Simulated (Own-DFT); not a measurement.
Simulation results for Hf$_{36}$O$_{71}$ (tetragonal hafnia with one neutral oxygen vacancy, atoms displaced)

A calculation, not a measurement: plane-wave PBE and HSE06 DFT by an unreviewed code, no spin, of a simulated cell at Gamma alone, so results move with cell size and shape, stress positive in tension, energies less offsets, not probed for a lower state with spin; hafnium file: forces about 75 meV/angstrom off all-electron values; oxygen file: force components 24 meV/angstrom off all-electron in a glass; k mesh not checked against a denser one; forces and stress are PBE's, HSE06 gives the energy alone, and its difference from PBE has offsets of its own; offsets are fitted by least squares, one for each functional and potential file, so energies compare only between cells with the same atoms and settings and are not formation energies; the far tail of each file's local potential was reset to the Coulomb form; each entry is a single point on an unrelaxed cell, so the pressure reflects the starting lattice, taken from the Materials Project, from which strain is counted, and rises with the displacements; printed positions are rounded, which can move forces by about a meV/angstrom; the program is a retired in-house code; no spin-orbit coupling. Program: Own-DFT development build.

Settings shared by all entries: first functional PBE; second functional HSE06; exact exchange share 0.25; screening 0.11 1/bohr; exchange divergence Gygi-Baldereschi; potential files PseudoDojo norm-conserving, scalar-relativistic, made for PBE, standard set; wave cutoff 48 hartree; occupations fixed; k mesh 1 x 1 x 1 centred on Gamma.

(1) Hf$_{36}$O$_{71}$ (tetragonal hafnia with one neutral oxygen vacancy, atoms displaced)

```cif
# cell vector a (Å): 10.7800 0.0000 0.0000
# cell vector b (Å): 0.0000 10.7800 0.0000
# cell vector c (Å): 0.0000 0.0000 10.4493
data_Hf36O71
_symmetry_space_group_name_H-M 'P 1'
_symmetry_Int_Tables_number 1
_cell_length_a 10.7800
_cell_length_b 10.7800
_cell_length_c 10.4493
_cell_angle_alpha 90.000
_cell_angle_beta 90.000
_cell_angle_gamma 90.000
_cell_volume 1214.30
loop_
_atom_site_label
_atom_site_type_symbol
_atom_site_fract_x
_atom_site_fract_y
_atom_site_fract_z
_atom_site_occupancy
Hf1 Hf 0.99997 0.00627 0.00343 1
Hf2 Hf 0.16990 0.16737 0.25780 1
O1 O 0.99777 0.16623 0.15344 1
O2 O 0.17013 0.99736 0.34778 1
O3 O 0.00058 0.16608 0.39945 1
O4 O 0.16696 0.00416 0.09743 1
Hf3 Hf 0.99835 0.00493 0.50422 1
Hf4 Hf 0.16770 0.16885 0.75181 1
O5 O 0.16671 0.00199 0.84552 1
O6 O 0.99746 0.16981 0.90088 1
O7 O 0.16634 0.99480 0.60223 1
Hf5 Hf 0.00619 0.33301 0.99987 1
Hf6 Hf 0.17237 0.49968 0.25575 1
O8 O 0.00253 0.50177 0.15173 1
O9 O 0.16820 0.33535 0.35099 1
O10 O 0.99974 0.50507 0.40231 1
O11 O 0.17111 0.33139 0.09807 1
Hf7 Hf 0.99566 0.33457 0.50000 1
Hf8 Hf 0.16577 0.49583 0.74897 1
O12 O 0.00031 0.49906 0.65096 1
O13 O 0.16701 0.33360 0.85045 1
O14 O 0.00150 0.50173 0.90411 1
O15 O 0.16877 0.33634 0.59522 1
Hf9 Hf 0.99793 0.66524 0.99937 1
Hf10 Hf 0.16453 0.83686 0.25089 1
O16 O 0.00340 0.83189 0.15566 1
O17 O 0.16972 0.66906 0.34788 1
O18 O 0.99459 0.83703 0.39967 1
O19 O 0.16588 0.66369 0.10264 1
Hf11 Hf 0.99878 0.66600 0.49973 1
Hf12 Hf 0.16678 0.83166 0.75092 1
O20 O 0.99777 0.83224 0.65074 1
O21 O 0.16523 0.66454 0.85206 1
O22 O 0.00120 0.83268 0.90356 1
O23 O 0.17129 0.66900 0.59754 1
Hf13 Hf 0.33071 0.00314 0.99842 1
Hf14 Hf 0.49949 0.16583 0.25096 1
O24 O 0.33386 0.16684 0.15612 1
O25 O 0.49659 0.99710 0.34594 1
O26 O 0.33281 0.16540 0.40136 1
O27 O 0.49956 0.99704 0.10012 1
Hf15 Hf 0.32928 0.99637 0.49636 1
Hf16 Hf 0.49714 0.16457 0.75117 1
O28 O 0.33552 0.17018 0.65233 1
O29 O 0.50394 0.00340 0.84715 1
O30 O 0.33326 0.17083 0.90008 1
O31 O 0.50147 0.99767 0.60068 1
Hf17 Hf 0.32849 0.33582 0.99797 1
Hf18 Hf 0.49991 0.49588 0.25150 1
O32 O 0.33494 0.50210 0.15409 1
O33 O 0.50212 0.33531 0.34889 1
O34 O 0.33724 0.50022 0.40187 1
O35 O 0.50220 0.33344 0.09896 1
Hf19 Hf 0.33481 0.33222 0.49661 1
Hf20 Hf 0.50365 0.49618 0.75229 1
O36 O 0.33374 0.50533 0.65207 1
O37 O 0.50026 0.33200 0.85075 1
O38 O 0.33692 0.49553 0.90587 1
O39 O 0.49878 0.33681 0.59429 1
Hf21 Hf 0.33492 0.66435 0.99577 1
Hf22 Hf 0.49836 0.82955 0.24710 1
O40 O 0.33702 0.83697 0.15272 1
O41 O 0.50107 0.66605 0.35003 1
O42 O 0.32983 0.83208 0.40272 1
O43 O 0.49637 0.67110 0.09561 1
Hf23 Hf 0.33647 0.66539 0.50159 1
Hf24 Hf 0.49517 0.83373 0.74774 1
O44 O 0.33152 0.83343 0.65610 1
O45 O 0.49389 0.66756 0.83931 1
O46 O 0.33577 0.83073 0.90001 1
O47 O 0.50187 0.66307 0.59210 1
Hf25 Hf 0.66971 0.00126 0.99801 1
Hf26 Hf 0.83800 0.16375 0.25524 1
O48 O 0.66388 0.16754 0.14656 1
O49 O 0.83705 0.99771 0.34476 1
O50 O 0.67034 0.17162 0.40427 1
O51 O 0.83225 0.99947 0.09799 1
Hf27 Hf 0.66392 0.00043 0.49528 1
Hf28 Hf 0.83521 0.16489 0.75026 1
O52 O 0.66680 0.16888 0.64999 1
O53 O 0.83407 0.00135 0.84320 1
O54 O 0.66916 0.16447 0.90262 1
O55 O 0.83437 0.99789 0.59698 1
Hf29 Hf 0.66936 0.33453 0.99905 1
Hf30 Hf 0.83450 0.49719 0.24778 1
O56 O 0.66848 0.49732 0.14946 1
O57 O 0.83622 0.33257 0.34763 1
O58 O 0.66590 0.50031 0.40484 1
O59 O 0.83034 0.33498 0.09598 1
Hf31 Hf 0.66481 0.33012 0.50512 1
Hf32 Hf 0.83534 0.49993 0.75164 1
O60 O 0.66651 0.50553 0.65130 1
O61 O 0.82785 0.33613 0.84383 1
O62 O 0.66706 0.49776 0.89730 1
O63 O 0.83528 0.33099 0.59826 1
Hf33 Hf 0.66836 0.66247 0.99741 1
Hf34 Hf 0.83370 0.83640 0.25130 1
O64 O 0.66955 0.83162 0.15004 1
O65 O 0.83297 0.66675 0.34621 1
O66 O 0.66708 0.83106 0.40155 1
O67 O 0.83212 0.66842 0.09832 1
Hf35 Hf 0.67316 0.66587 0.49817 1
Hf36 Hf 0.83436 0.83745 0.74558 1
O68 O 0.66659 0.83750 0.65229 1
O69 O 0.83532 0.66151 0.84812 1
O70 O 0.66472 0.83247 0.90738 1
O71 O 0.82819 0.66494 0.59518 1
```

It finds PBE energy of cell above offsets -100.878 eV; HSE06 less PBE above offsets -0.136 eV; PBE pressure 0.83 GPa; PBE stress xx 0.34 GPa; PBE stress yy -1.33 GPa; PBE stress zz -1.49 GPa; PBE stress yz 0.27 GPa; PBE stress xz -0.09 GPa; PBE stress xy -0.03 GPa.

Force:
```
element  x (eV/Å)  y (eV/Å)  z (eV/Å)
     Hf    -0.105     -1.32    -0.271
     Hf     0.072      -0.1    -0.978
      O     0.869     0.098     -0.15
      O     -0.08     1.213     0.566
      O     0.116     0.155     0.811
      O    -0.227     0.076    -0.003
     Hf     0.422    -1.333    -0.268
     Hf     0.059    -0.534    -0.787
      O      0.09     0.188     0.362
      O     0.142    -0.156    -0.338
      O    -0.297     0.838    -0.604
     Hf    -1.097     0.988     0.775
     Hf    -0.541     1.668     -0.92
      O    -0.063    -0.661     0.349
      O    -0.058    -0.611     -0.12
      O     0.081    -0.958      0.09
      O    -1.093    -0.115     0.413
     Hf     0.491     0.585    -0.149
     Hf     0.473     1.331    -0.387
      O     0.125     0.114     0.008
      O    -0.254    -0.133     -0.04
      O     0.002    -1.247    -0.419
      O    -0.653    -0.491     0.462
     Hf     0.678     0.554     0.839
     Hf     0.812    -1.707    -0.457
      O    -0.691     0.477    -0.507
      O     -0.29    -0.336     0.204
      O     0.499    -0.339     0.823
      O     0.491     0.205    -0.839
     Hf     0.362     1.014    -0.149
     Hf    -0.502    -0.439     0.236
      O     0.375    -0.175     0.087
      O     0.253    -0.222    -0.722
      O    -0.113     0.782     0.114
      O    -1.255    -0.015     0.199
     Hf     1.173    -0.819     0.528
     Hf     0.647    -0.028     -1.08
      O    -0.241    -0.119    -0.173
      O     0.441     0.595     0.632
      O    -0.204      0.07     0.103
      O    -0.033     0.446    -0.811
     Hf     0.785    -0.356     0.538
     Hf     0.891     0.319     0.021
      O    -0.811    -0.155    -0.097
      O     -0.56    -0.549     0.135
      O    -0.226    -0.643     0.178
      O    -0.644     0.267    -0.866
     Hf     2.152    -0.491     0.923
     Hf     0.559     0.905     -0.24
      O    -0.154    -0.376    -0.024
      O    -0.292    -1.036     0.182
      O    -0.382    -0.399    -0.081
      O    -0.805     0.172     -0.17
     Hf     0.053      0.49     0.513
     Hf     -0.23     0.546    -0.794
      O     -0.19    -0.522     0.564
      O     0.126    -0.251    -0.604
      O    -0.278     0.677    -0.685
      O    -0.002    -0.032     0.587
     Hf    -0.798     0.406     0.911
     Hf     0.865     -0.18    -0.294
      O    -1.526     0.071    -0.169
      O    -0.268    -0.111    -0.893
      O     0.301     0.275     0.317
      O     0.894    -0.391     -0.33
     Hf      0.27    -0.082    -0.217
     Hf     1.071     0.204     0.212
      O     0.124     0.181    -0.706
      O     0.247    -0.716     0.622
      O    -0.335     1.047     0.245
      O     0.117     0.648     0.442
     Hf    -1.299    -0.403     0.753
     Hf    -1.481     0.648    -1.182
      O     0.694    -0.289     1.236
      O    -0.459     1.176     0.845
      O    -0.154    -1.241    -0.567
      O     0.808     0.163    -0.104
     Hf    -0.405    -0.736     0.688
     Hf    -0.491     0.875    -0.312
      O    -0.032     -0.03     0.349
      O     0.153    -0.253     0.472
      O     0.254      0.56    -0.411
      O    -0.181     0.711    -0.107
     Hf    -0.806    -0.757     0.253
     Hf    -0.037     0.645    -0.079
      O    -0.368     0.401     0.165
      O     0.396     0.011     0.142
      O     0.326    -0.783    -0.341
      O     1.524    -0.047    -0.034
     Hf     0.148     1.202    -0.307
     Hf    -0.758     0.186    -0.487
      O     0.471    -0.779     0.432
      O     0.479    -0.815       0.2
      O    -0.387     0.543     0.193
      O     0.079    -0.312    -0.022
     Hf     -0.11     0.966     0.682
     Hf    -0.179    -1.506    -0.698
      O    -0.426     0.104     0.662
      O      0.07    -0.214     0.013
      O     0.243     1.114     0.025
      O     0.184    -0.342    -0.357
     Hf    -1.823    -0.258    -0.449
     Hf    -0.556    -0.925      0.64
      O     0.153    -0.055     0.174
      O    -0.125     1.102    -0.157
      O     0.256    -0.291    -0.687
      O     2.002     0.179     0.717
```

(2) Hf$_{36}$O$_{71}$ (tetragonal hafnia with one neutral oxygen vacancy, atoms displaced)

```cif
# cell vector a (Å): 10.7800 0.0000 0.0000
# cell vector b (Å): 0.0000 10.7800 0.0000
# cell vector c (Å): 0.0000 0.0000 10.4493
data_Hf36O71
_symmetry_space_group_name_H-M 'P 1'
_symmetry_Int_Tables_number 1
_cell_length_a 10.7800
_cell_length_b 10.7800
_cell_length_c 10.4493
_cell_angle_alpha 90.000
_cell_angle_beta 90.000
_cell_angle_gamma 90.000
_cell_volume 1214.30
loop_
_atom_site_label
_atom_site_type_symbol
_atom_site_fract_x
_atom_site_fract_y
_atom_site_fract_z
_atom_site_occupancy
Hf1 Hf 0.00264 0.01037 0.00718 1
Hf2 Hf 0.16137 0.16304 0.26230 1
O1 O 0.00853 0.18032 0.14727 1
O2 O 0.17439 0.01159 0.35080 1
O3 O 0.01596 0.16944 0.39665 1
O4 O 0.16369 0.00203 0.08033 1
Hf3 Hf 0.00322 0.00142 0.49014 1
Hf4 Hf 0.16092 0.16593 0.74124 1
O5 O 0.00665 0.16081 0.64561 1
O6 O 0.16314 0.00507 0.84555 1
O7 O 0.00869 0.17440 0.90367 1
O8 O 0.15981 0.00583 0.59667 1
Hf5 Hf 0.99997 0.32049 0.99403 1
Hf6 Hf 0.16608 0.49219 0.23395 1
O9 O 0.00306 0.50272 0.15766 1
O10 O 0.16793 0.33372 0.34199 1
O11 O 0.99306 0.50532 0.39814 1
O12 O 0.16686 0.34110 0.10463 1
Hf7 Hf 0.00865 0.33447 0.50003 1
Hf8 Hf 0.18071 0.50772 0.73559 1
O13 O 0.00136 0.50519 0.64937 1
O14 O 0.17355 0.32157 0.85609 1
O15 O 0.00493 0.50282 0.89917 1
O16 O 0.17431 0.32604 0.60721 1
Hf9 Hf 0.00603 0.66481 0.99600 1
Hf10 Hf 0.17220 0.83095 0.24472 1
O17 O 0.99994 0.84243 0.16833 1
O18 O 0.18096 0.67836 0.35290 1
O19 O 0.99156 0.82731 0.40807 1
O20 O 0.17346 0.66212 0.10320 1
Hf11 Hf 0.00693 0.66455 0.50643 1
Hf12 Hf 0.17257 0.83876 0.74905 1
O21 O 0.98549 0.84024 0.65610 1
O22 O 0.16893 0.66160 0.85297 1
O23 O 0.99434 0.83276 0.91140 1
O24 O 0.15761 0.65160 0.60521 1
Hf13 Hf 0.34288 0.98910 0.00451 1
Hf14 Hf 0.50984 0.17520 0.25364 1
O25 O 0.33691 0.16929 0.15336 1
O26 O 0.49969 0.99097 0.34782 1
O27 O 0.33384 0.17927 0.39498 1
O28 O 0.50768 0.98787 0.10104 1
Hf15 Hf 0.33853 0.00931 0.51161 1
Hf16 Hf 0.49460 0.17067 0.75054 1
O29 O 0.33638 0.18111 0.64811 1
O30 O 0.49609 0.99814 0.85524 1
O31 O 0.34316 0.17695 0.92088 1
O32 O 0.49833 0.99432 0.59526 1
Hf17 Hf 0.33254 0.33325 0.00186 1
Hf18 Hf 0.49669 0.49257 0.24501 1
O33 O 0.33147 0.50426 0.15201 1
O34 O 0.32347 0.48941 0.39809 1
O35 O 0.48577 0.33815 0.08564 1
Hf19 Hf 0.34127 0.35258 0.50289 1
Hf20 Hf 0.50373 0.50794 0.75360 1
O36 O 0.32962 0.48753 0.66021 1
O37 O 0.49364 0.34547 0.85871 1
O38 O 0.32464 0.49863 0.90212 1
O39 O 0.49534 0.34262 0.58842 1
Hf21 Hf 0.32914 0.67282 0.98989 1
Hf22 Hf 0.50813 0.83102 0.25123 1
O40 O 0.31868 0.82167 0.16000 1
O41 O 0.48707 0.66142 0.36234 1
O42 O 0.32803 0.83522 0.40858 1
O43 O 0.50226 0.66872 0.10092 1
Hf23 Hf 0.32997 0.66566 0.49390 1
Hf24 Hf 0.49235 0.82882 0.74824 1
O44 O 0.32558 0.83176 0.66740 1
O45 O 0.49161 0.66680 0.85423 1
O46 O 0.34555 0.83559 0.89588 1
O47 O 0.50561 0.67563 0.60977 1
Hf25 Hf 0.66381 0.00801 0.99469 1
Hf26 Hf 0.82442 0.15728 0.25226 1
O48 O 0.67256 0.16842 0.16825 1
O49 O 0.84085 0.99892 0.34768 1
O50 O 0.66528 0.16897 0.39393 1
O51 O 0.82621 0.99440 0.09016 1
Hf27 Hf 0.66227 0.98626 0.48519 1
Hf28 Hf 0.84642 0.15623 0.74505 1
O52 O 0.67295 0.16929 0.66666 1
O53 O 0.83126 0.00917 0.85249 1
O54 O 0.65833 0.16951 0.89685 1
O55 O 0.83364 0.00403 0.61663 1
Hf29 Hf 0.66042 0.32020 0.99117 1
Hf30 Hf 0.82953 0.48835 0.24059 1
O56 O 0.66520 0.50235 0.14902 1
O57 O 0.81934 0.33593 0.34294 1
O58 O 0.66564 0.49268 0.41669 1
O59 O 0.83570 0.32461 0.10301 1
Hf31 Hf 0.66365 0.33297 0.50190 1
Hf32 Hf 0.84356 0.49374 0.75946 1
O60 O 0.67157 0.49953 0.64396 1
O61 O 0.84353 0.34032 0.85562 1
O62 O 0.66074 0.49647 0.90679 1
O63 O 0.82872 0.33497 0.58966 1
Hf33 Hf 0.66611 0.67876 0.99264 1
Hf34 Hf 0.82757 0.83913 0.25184 1
O64 O 0.66413 0.82767 0.14700 1
O65 O 0.83327 0.65891 0.35236 1
O66 O 0.66109 0.83242 0.41413 1
O67 O 0.83498 0.65351 0.10733 1
Hf35 Hf 0.65739 0.65981 0.48644 1
Hf36 Hf 0.82759 0.84033 0.75008 1
O68 O 0.67919 0.83180 0.64723 1
O69 O 0.83434 0.66154 0.85075 1
O70 O 0.66544 0.83229 0.89963 1
O71 O 0.84336 0.67488 0.60889 1
```

Results for Hf$_{36}$O$_{71}$ (tetragonal hafnia with one neutral oxygen vacancy, atoms displaced): PBE energy of cell above offsets -85.856 eV; HSE06 less PBE above offsets 0.644 eV; PBE pressure 5.75 GPa; PBE stress xx -6.04 GPa; PBE stress yy -5.58 GPa; PBE stress zz -5.62 GPa; PBE stress yz 0.46 GPa; PBE stress xz -0.4 GPa; PBE stress xy 0.3 GPa.

Force:
```
element  x (eV/Å)  y (eV/Å)  z (eV/Å)
     Hf    -0.993    -1.733    -1.413
     Hf     2.515     3.472    -2.913
      O    -1.784    -2.112     0.264
      O    -0.372    -3.966     0.753
      O    -1.946    -0.205     0.899
      O     2.278     -0.55     1.878
     Hf    -0.586    -1.632     1.493
     Hf      2.04     1.747     1.928
      O    -1.538     0.831     -0.62
      O     0.659     -1.08    -0.527
      O    -0.927    -4.211    -2.667
      O     2.192    -0.915     0.079
     Hf     1.026     5.202      2.52
     Hf    -0.517     0.108      1.62
      O    -1.308     0.018    -1.228
      O    -0.968      0.31     1.552
      O     1.154    -1.512     1.035
      O    -0.058     0.131    -0.862
     Hf    -0.596     2.029    -0.517
     Hf    -6.152    -2.036     5.295
      O     0.329    -1.819     0.062
      O    -0.656     0.617    -1.422
      O    -0.103    -0.669     0.308
      O    -1.566     0.957    -1.371
     Hf     -1.63    -1.043     0.907
     Hf    -3.954     0.265     3.544
      O    -0.787     0.321    -0.895
      O    -0.277    -1.707      0.47
      O     0.435     1.743     0.098
      O    -1.417     0.794    -0.821
     Hf    -4.749    -0.439    -1.164
     Hf    -5.869     0.184     2.148
      O     4.233     0.396     0.018
      O     0.651     2.583    -0.579
      O     0.543     1.028     0.268
      O     4.001     1.571      0.16
     Hf    -0.767     3.871     0.161
     Hf      -4.2     0.317     0.562
      O     0.461    -1.065      1.08
      O     0.567     1.467      0.28
      O     1.569    -0.935     1.856
      O    -0.697    -0.006     0.291
     Hf    -2.295     0.959    -3.278
     Hf     0.751     0.631     1.322
      O     0.348    -2.264     0.735
      O     0.156     0.758    -1.167
      O     1.019    -4.796    -2.566
      O     1.158     -0.03     1.032
     Hf    -4.279     1.292    -0.434
     Hf     0.505     0.264    -1.144
      O     1.912     0.129    -0.053
      O     0.957     4.003    -0.775
      O      5.53    -0.396     3.616
     Hf    -2.943    -5.363    -0.385
     Hf      1.91    -1.265     0.345
      O     5.218     0.981    -3.121
      O     0.802    -1.522    -2.638
      O     0.358     1.639    -0.362
      O     2.392    -0.417     1.556
     Hf     0.331    -3.006     1.818
     Hf    -2.041    -1.246    -0.929
      O     5.949     1.354    -3.077
      O         1     0.081    -0.902
      O     0.777     0.875     1.333
      O    -0.852     0.672    -0.178
     Hf     -0.56     0.865    -1.228
     Hf     2.823     0.263     0.299
      O     1.893    -0.064    -3.065
      O     0.477     0.418     -0.41
      O    -1.126    -0.062     0.482
      O    -1.805    -0.327    -0.459
     Hf     0.268    -1.771    -0.759
     Hf     3.649     4.234     0.193
      O    -2.647    -0.259    -4.171
      O    -0.963      0.03     1.283
      O     -0.53    -1.672     1.225
      O     0.279     0.704     1.619
     Hf      0.57     4.499     4.565
     Hf    -1.635     1.594    -0.678
      O    -2.003     0.418    -0.796
      O    -0.127    -0.419     1.029
      O    -0.144    -1.367      0.54
      O    -0.156     0.622    -2.925
     Hf     0.618     5.011     1.749
     Hf     1.332     2.258      0.08
      O    -1.588    -0.864     1.148
      O     0.647    -2.633     0.671
      O    -1.346     0.802    -2.824
      O      -1.1    -0.062    -1.133
     Hf     1.673      -0.4      0.54
     Hf    -0.403     2.762     -1.88
      O    -1.125     0.284     1.906
      O    -0.734    -2.895     0.052
      O    -0.128     0.356    -0.751
      O     2.293    -0.676     0.556
     Hf     1.648    -3.843     2.234
     Hf      2.71    -4.459    -0.802
      O     0.888     0.223     1.171
      O    -2.004     1.512    -0.607
      O     0.022    -2.348    -4.279
      O    -0.187     1.726    -1.775
     Hf     3.431     -1.35     3.493
     Hf      1.57    -2.115     0.285
      O    -3.429     0.862    -0.295
      O    -0.674     0.813     0.574
      O    -0.244     2.337     -0.77
      O    -1.039     -0.66    -1.365
```
